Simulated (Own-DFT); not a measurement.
Simulation results for Hf$_{36}$O$_{71}$ (tetragonal hafnia with one neutral oxygen vacancy, atoms displaced)

Computed with Own-DFT development build. A calculation, not a measurement: plane-wave PBE and HSE06 DFT by an unreviewed code, no spin, of a simulated cell at Gamma alone, so results move with cell size and shape, stress positive in tension, energies less offsets, not probed for a lower state with spin; hafnium file: forces about 75 meV/angstrom off all-electron values; oxygen file: force components 24 meV/angstrom off all-electron in a glass; k mesh not checked against a denser one; forces and stress are PBE's, HSE06 gives the energy alone, and its difference from PBE has offsets of its own; offsets are fitted by least squares, one for each functional and potential file, so energies compare only between cells with the same atoms and settings and are not formation energies; the far tail of each file's local potential was reset to the Coulomb form; each entry is a single point on an unrelaxed cell, so the pressure reflects the starting lattice, taken from the Materials Project, from which strain is counted, and rises with the displacements; printed positions are rounded, which can move forces by about a meV/angstrom; the program is a retired in-house code; no spin-orbit coupling.

Common to all runs: first functional PBE; second functional HSE06; exact exchange share 0.25; screening 0.11 1/bohr; exchange divergence Gygi-Baldereschi; potential files PseudoDojo norm-conserving, scalar-relativistic, made for PBE, standard set; wave cutoff 48 hartree; occupations fixed; k mesh 1 x 1 x 1 centred on Gamma.

(1) Hf$_{36}$O$_{71}$ (tetragonal hafnia with one neutral oxygen vacancy, atoms displaced)

```
Hf36O71
1.0
     10.7800     0.0000     0.0000
      0.0000    10.7800     0.0000
      0.0000     0.0000    10.4493
Hf O Hf O Hf O Hf O Hf O Hf O Hf O Hf O Hf O Hf O Hf O Hf O Hf O Hf O Hf O Hf O Hf O Hf O
2 4 2 4 2 4 2 4 2 4 2 4 2 4 2 4 2 4 2 4 2 4 2 4 2 4 2 4 2 3 2 4 2 4 2 4
Direct
  0.00341 0.99549 0.99786
  0.16665 0.16591 0.24903
  0.99927 0.16590 0.15355
  0.16944 0.99766 0.34350
  0.00247 0.16635 0.40375
  0.16709 0.00254 0.10247
  0.99656 0.00746 0.50339
  0.16312 0.16615 0.74961
  0.99973 0.16486 0.65504
  0.16888 0.99865 0.84448
  0.99941 0.16943 0.90450
  0.16635 0.99800 0.59277
  0.99743 0.33477 0.99477
  0.16973 0.49992 0.25052
  0.00201 0.49963 0.15157
  0.17075 0.33410 0.34780
  0.00502 0.49926 0.40386
  0.16488 0.33724 0.09520
  0.99666 0.33233 0.50319
  0.16159 0.49999 0.74646
  0.99902 0.50055 0.65083
  0.16544 0.33303 0.84620
  0.99625 0.49843 0.90392
  0.16398 0.33481 0.59602
  0.00092 0.66582 0.00106
  0.16465 0.83038 0.25638
  0.99579 0.83366 0.15540
  0.16281 0.66501 0.34716
  0.99769 0.83178 0.39923
  0.17076 0.66408 0.09385
  0.99537 0.67088 0.50423
  0.16775 0.83015 0.75049
  0.00163 0.83482 0.65225
  0.16401 0.66818 0.84517
  0.99600 0.83115 0.90164
  0.16795 0.66721 0.59918
  0.33339 0.00115 0.00354
  0.49937 0.16958 0.25125
  0.33276 0.16611 0.15626
  0.50695 0.00395 0.34832
  0.33613 0.16952 0.40484
  0.50027 0.99394 0.09617
  0.32912 0.00140 0.50135
  0.50262 0.16567 0.75854
  0.33171 0.16700 0.65215
  0.49803 0.00257 0.84524
  0.33788 0.16499 0.90176
  0.49530 0.99833 0.59657
  0.33492 0.33559 0.00181
  0.49995 0.50214 0.25479
  0.33365 0.49659 0.15121
  0.49806 0.33407 0.34619
  0.33250 0.49944 0.40553
  0.49811 0.33040 0.10045
  0.33783 0.33511 0.50471
  0.49878 0.49514 0.75318
  0.33136 0.49746 0.64556
  0.49904 0.33387 0.84706
  0.33175 0.49716 0.90628
  0.49969 0.33303 0.59822
  0.32928 0.66901 0.99995
  0.49681 0.83763 0.25123
  0.33271 0.82873 0.15367
  0.50098 0.66706 0.35021
  0.33480 0.83407 0.40492
  0.50372 0.66798 0.09414
  0.33625 0.66778 0.50391
  0.49862 0.83509 0.75289
  0.33291 0.83462 0.65447
  0.49583 0.66442 0.84150
  0.33423 0.83145 0.90587
  0.49947 0.66697 0.59362
  0.67188 0.99681 0.99960
  0.83489 0.16845 0.24983
  0.66540 0.16962 0.15189
  0.83726 0.00320 0.34776
  0.66477 0.16554 0.40178
  0.83459 0.99855 0.09392
  0.66574 0.00546 0.49942
  0.83170 0.16795 0.74578
  0.66725 0.16561 0.65179
  0.83174 0.99690 0.85041
  0.66310 0.16406 0.89829
  0.83926 0.00062 0.59905
  0.66521 0.33718 0.99633
  0.83514 0.50551 0.25024
  0.66687 0.49929 0.15715
  0.82846 0.33213 0.34626
  0.66834 0.49780 0.40522
  0.66686 0.32939 0.49731
  0.83223 0.49926 0.74645
  0.66599 0.50475 0.65512
  0.83044 0.32962 0.84792
  0.66936 0.50050 0.90294
  0.83324 0.33414 0.59933
  0.66452 0.66729 0.00035
  0.83105 0.83276 0.24917
  0.66724 0.83336 0.14804
  0.83025 0.66421 0.34596
  0.66440 0.83432 0.40420
  0.83313 0.66607 0.09832
  0.66625 0.66127 0.50000
  0.83723 0.83392 0.75277
  0.66663 0.83250 0.64898
  0.83397 0.66162 0.84627
  0.66575 0.82994 0.90004
  0.83322 0.66762 0.59490
```

The calculation gives: PBE energy of cell above offsets -101.254 eV; HSE06 less PBE above offsets -0.170 eV; PBE pressure 1.26 GPa; PBE stress xx -0.53 GPa; PBE stress yy -1.1 GPa; PBE stress zz -2.14 GPa; PBE stress yz 0.19 GPa; PBE stress xz 0.14 GPa; PBE stress xy 0.01 GPa.

Force:
```csv
element,x (eV/Å),y (eV/Å),z (eV/Å)
Hf,-0.305,1.023,0.588
Hf,-0.013,0.561,0.395
O,-0.173,0.377,-0.02
O,0.031,0.412,0.505
O,-0.099,0.7,0.035
O,-0.165,-0.305,-0.985
Hf,0.793,-1.524,-1.094
Hf,1.37,0.456,0.171
O,-0.267,0.119,-0.547
O,-0.419,-0.048,0.502
O,0.127,-1.18,-0.344
O,-0.587,0.257,0.535
Hf,-0.022,-0.234,1.417
Hf,-0.329,-0.881,0.309
O,-0.526,0.08,0.121
O,-0.249,-0.348,-0.414
O,-0.771,-0.015,0.32
O,0.171,-0.423,-0.158
Hf,1.396,0.854,-1.165
Hf,1.039,-0.433,0.026
O,-0.388,-0.009,0.19
O,-0.035,0.04,-0.403
O,0.284,0.53,-0.615
O,-0.195,-0.157,0.286
Hf,-0.465,-0.587,0.178
Hf,-0.117,0.225,-0.388
O,1.06,-0.179,-0.68
O,0.363,0.307,0.003
O,0.043,0.448,0.718
O,-1.361,0.233,0.448
Hf,1.351,-0.365,-1.053
Hf,0.195,0.401,-0.718
O,-0.166,-0.351,0.161
O,0.021,-0.683,0.515
O,0.236,0.06,0.104
O,-0.487,0.07,-0.009
Hf,0.107,0.097,-0.188
Hf,-0.092,-0.024,-0.278
O,0.15,-0.246,-0.495
O,-0.329,-0.446,-0.324
O,-0.033,-0.604,-0.073
O,-0.017,0.175,0.041
Hf,0.65,0.553,-0.23
Hf,-0.998,-0.118,-1.286
O,-0.049,0.069,0.538
O,0.083,-1.113,0.573
O,-0.203,0.286,0.533
O,0.881,0.194,0.041
Hf,-0.759,-0.439,0.348
Hf,-0.385,-0.107,-0.61
O,0.621,0.338,0.455
O,0.403,0.218,0.629
O,0.323,0.62,-0.502
O,0.5,0.187,-0.583
Hf,-1.354,-0.311,-0.61
Hf,-0.522,1.071,-0.949
O,0.223,0.13,1.353
O,0.19,-0.041,0.596
O,0.086,0.718,-0.703
O,1.172,0.119,0.244
Hf,1.514,-0.698,-0.013
Hf,0.751,-0.141,0.104
O,-0.322,0.101,0.239
O,-0.032,0.039,-0.521
O,0.025,-0.073,-0.322
O,-1.007,-0.216,0.298
Hf,-0.358,-0.376,-0.472
Hf,0.735,-0.176,-0.995
O,-0.111,-0.228,0.174
O,0.134,-0.064,0.347
O,-0.099,0.712,-0.29
O,0.151,-0.086,0.468
Hf,-0.5,0.177,0.035
Hf,-0.299,-0.13,-0.725
O,0.653,-0.007,-0.018
O,-0.322,-0.396,-0.022
O,0.169,0.733,-0.014
O,0.208,-0.006,0.341
Hf,-0.62,-1.919,0.383
Hf,-0.114,-0.687,1.201
O,-0.059,-0.017,-0.41
O,0.067,0.702,-0.453
O,0.071,0.423,0.387
O,-1.415,0.208,0.321
Hf,0.584,-0.951,1.167
Hf,0.3,-1.153,-0.532
O,0.026,-0.401,-0.372
O,0.315,0.286,-0.208
O,-0.232,-0.347,-0.044
Hf,-0.375,0.404,0.062
Hf,-0.109,0.136,0.832
O,-0.111,-0.271,-0.153
O,-0.035,0.536,-0.115
O,-0.419,-0.079,-0.059
O,-0.469,-0.251,0.049
Hf,0.526,-0.003,-0.026
Hf,-0.209,0.361,0.498
O,-0.131,0.091,0.458
O,0.052,0.859,0.478
O,0.367,-0.001,-0.252
O,0.062,0.002,-0.101
Hf,-0.492,1.53,0.103
Hf,-1.102,-0.564,-0.582
O,0.281,0.263,0.978
O,0.194,0.783,-0.197
O,-0.084,0.355,0.018
O,-0.143,-0.212,0.507
```

(2) Hf$_{36}$O$_{71}$ (tetragonal hafnia with one neutral oxygen vacancy, atoms displaced)

```
Hf36O71
1.0
     10.7800     0.0000     0.0000
      0.0000    10.7800     0.0000
      0.0000     0.0000    10.4493
Hf O Hf O Hf O Hf O Hf O Hf O Hf O Hf O Hf O Hf O Hf O Hf O Hf O Hf O Hf O Hf O Hf O Hf O
2 4 2 4 2 3 2 4 2 4 2 4 2 4 2 4 2 4 2 4 2 4 2 4 2 4 2 4 2 4 2 4 2 4 2 4
Direct
  0.99384 0.00138 0.00223
  0.15725 0.16340 0.25312
  0.00198 0.17699 0.15653
  0.17369 0.99147 0.35409
  0.99023 0.17213 0.41201
  0.16712 0.99745 0.10888
  0.00077 0.00440 0.50581
  0.15683 0.17229 0.74785
  0.00846 0.15738 0.63869
  0.17154 0.99327 0.85036
  0.01083 0.17105 0.90681
  0.17013 0.99817 0.59547
  0.99947 0.33107 0.00166
  0.16493 0.49959 0.24778
  0.00536 0.49183 0.15607
  0.01067 0.49544 0.40915
  0.16591 0.34018 0.09820
  0.00122 0.32376 0.51148
  0.17001 0.50519 0.75476
  0.99804 0.49146 0.64665
  0.16656 0.33708 0.85081
  0.99800 0.50360 0.89839
  0.17113 0.33122 0.60870
  0.99358 0.65812 0.00743
  0.17205 0.83216 0.24426
  0.99715 0.84027 0.15435
  0.16883 0.65964 0.33771
  0.99410 0.82850 0.40451
  0.17425 0.66049 0.09662
  0.99685 0.67423 0.50811
  0.16369 0.84546 0.75765
  0.98891 0.83270 0.65042
  0.17186 0.66976 0.85773
  0.99926 0.83681 0.92027
  0.17097 0.66532 0.61169
  0.33269 0.99750 0.99359
  0.50807 0.15355 0.25246
  0.33276 0.17728 0.15167
  0.51136 0.98920 0.35550
  0.33663 0.17189 0.40587
  0.48220 0.99447 0.08714
  0.34032 0.00456 0.50428
  0.49052 0.17048 0.74760
  0.32442 0.17092 0.66272
  0.50711 0.99004 0.85055
  0.32909 0.17109 0.89959
  0.49430 0.00335 0.59895
  0.33899 0.32453 0.01380
  0.49517 0.50679 0.25155
  0.32809 0.50872 0.15030
  0.49784 0.33672 0.34138
  0.32794 0.51752 0.40385
  0.49221 0.32670 0.10107
  0.33955 0.33638 0.49460
  0.50145 0.50784 0.74669
  0.32087 0.50076 0.64964
  0.49152 0.33743 0.84753
  0.33892 0.49557 0.90467
  0.49559 0.33198 0.60408
  0.33118 0.66840 0.99306
  0.50115 0.82656 0.24905
  0.33201 0.84367 0.14984
  0.50429 0.65658 0.33477
  0.31821 0.84516 0.40541
  0.49489 0.67296 0.09656
  0.33087 0.66310 0.49902
  0.49927 0.82704 0.75817
  0.33881 0.84701 0.64756
  0.49872 0.66129 0.84195
  0.33910 0.83074 0.91103
  0.49232 0.66898 0.60262
  0.66751 0.99849 0.99843
  0.82872 0.16491 0.25272
  0.65444 0.15084 0.15283
  0.83513 0.99522 0.34880
  0.66331 0.17163 0.40465
  0.83419 0.01619 0.09111
  0.67750 0.00393 0.50313
  0.83204 0.16127 0.74694
  0.66919 0.15329 0.65742
  0.83954 0.99218 0.85486
  0.65459 0.17058 0.91046
  0.84300 0.00640 0.60105
  0.67531 0.32797 0.99294
  0.82197 0.49545 0.23925
  0.66390 0.49763 0.16712
  0.83138 0.33437 0.34675
  0.66463 0.49705 0.39800
  0.85185 0.32981 0.09585
  0.67558 0.32612 0.49769
  0.83149 0.49921 0.75049
  0.66736 0.49161 0.65070
  0.82698 0.33391 0.84126
  0.66765 0.50043 0.89992
  0.82815 0.32816 0.59020
  0.65601 0.67353 0.00834
  0.84460 0.82478 0.25051
  0.66576 0.83741 0.16166
  0.83482 0.67191 0.33180
  0.67553 0.83380 0.39701
  0.83120 0.65797 0.10197
  0.68105 0.65810 0.51141
  0.82874 0.83724 0.73950
  0.65707 0.83484 0.65225
  0.84671 0.66713 0.85189
  0.67606 0.83514 0.90333
  0.83118 0.67234 0.58083
```

It finds PBE energy of cell above offsets -89.429 eV; HSE06 less PBE above offsets 0.454 eV; PBE pressure 5.17 GPa; PBE stress xx -6.48 GPa; PBE stress yy -3.62 GPa; PBE stress zz -5.42 GPa; PBE stress yz -1.84 GPa; PBE stress xz -0.9 GPa; PBE stress xy -0.25 GPa.

Force:
```csv
element,x (eV/Å),y (eV/Å),z (eV/Å)
Hf,2.266,-0.459,0.801
Hf,2.777,-0.05,0.265
O,-1.183,-0.924,0.316
O,-2.022,2.503,-0.768
O,0.232,-2.169,-2.196
O,-0.708,0.663,-1.407
Hf,2.69,-1.385,-2.463
Hf,2.897,1.318,1.726
O,-2.559,0.653,1.873
O,-0.478,2.505,0.622
O,-1.006,-1.482,-1.376
O,-1.353,-0.232,1.022
Hf,5.052,1.831,-1.052
Hf,0.229,-1.259,0.677
O,-2.222,1.163,-1.015
O,-0.313,0.249,0.315
O,-0.29,-0.654,0.426
Hf,2.28,4.249,-1.121
Hf,-0.608,-0.644,0.499
O,-1.167,0.701,1.558
O,-0.764,-0.306,-0.614
O,-0.438,-1.016,0.579
O,-0.897,-0.539,-1.453
Hf,1.919,0.611,-0.944
Hf,0.257,0.124,1.027
O,0.903,-0.323,-0.417
O,-0.413,2.526,1.168
O,0.095,0.831,0.258
O,-2.085,0.986,0.022
Hf,4.323,-2.444,-2.2
Hf,0.995,-3.439,-2.073
O,1.647,0.019,0.513
O,-0.251,0.7,-0.846
O,0.447,-0.905,-1.468
O,-1.511,0.909,-1.317
Hf,-2.265,1.435,0.594
Hf,-4.531,1.779,0.748
O,-0.544,-1.247,1.327
O,-0.284,1.019,-0.859
O,-0.027,-0.607,0.016
O,4.354,0.521,2.028
Hf,-1.682,-0.801,-0.617
Hf,-0.792,0.089,0.909
O,0.96,-0.617,-0.99
O,-0.035,1.561,-0.372
O,0.687,-1.588,0.141
O,2.898,1.11,0.384
Hf,-2.074,1.159,-1.97
Hf,-1.66,-4.277,-1.536
O,1.733,-0.583,0.571
O,-0.209,-0.581,0.93
O,0.777,-4.443,-1.194
O,4.428,0.519,0.042
Hf,-1.177,0.45,0.235
Hf,-2.268,-3.089,-0.091
O,2.833,0.05,-0.193
O,1.362,-0.456,-0.359
O,-0.236,1.22,-0.402
O,1.49,-0.538,-0.747
Hf,-1.655,-2.954,1.046
Hf,-0.877,0.813,0.765
O,0.637,-1.183,0.619
O,-0.145,4.384,2.521
O,1.56,-2.904,-0.542
O,0.95,0.065,-0.069
Hf,-1.264,3.389,1.724
Hf,-1.885,1.48,-1.988
O,-0.691,-0.656,2.257
O,0.816,1.471,2.118
O,0.201,0.661,-2.226
O,1.655,-0.818,-0.56
Hf,-1.689,0.106,0.637
Hf,1.139,-0.326,-0.074
O,3.233,0.592,-0.595
O,-0.147,1.714,0.076
O,0.405,-2.124,-0.893
O,-0.849,0.192,0.972
Hf,-2.655,-2.03,-1.224
Hf,0.424,0.116,0.324
O,0.094,0.34,-0.009
O,-0.638,1.879,-1.545
O,1.047,-1.481,-1.157
O,-1.957,-0.346,1.024
Hf,-2.131,2.139,0.869
Hf,3.779,0.638,2.848
O,-1.686,-0.144,-3.472
O,-0.741,-0.734,-0.512
O,1.011,0.416,1.662
O,-6.041,0.058,1.121
Hf,-2.912,3.119,-0.655
Hf,1.651,0.449,0.936
O,0.662,1.277,-0.302
O,0.01,-1.314,0.256
O,0.143,0.449,0.952
O,1.295,-0.859,2.051
Hf,1.734,-0.645,-0.946
Hf,-1.918,2.237,0.566
O,0.651,-0.041,-2.128
O,-0.164,-4.031,2.417
O,-0.174,-0.839,2.325
O,-1.096,0.265,-0.769
Hf,-7.269,0.539,-4.936
Hf,-0.454,-0.903,2.864
O,2.087,0.037,-0.278
O,-0.972,0.518,-2.061
O,-0.459,-1.493,0.3
O,2.803,0.085,4.155
```
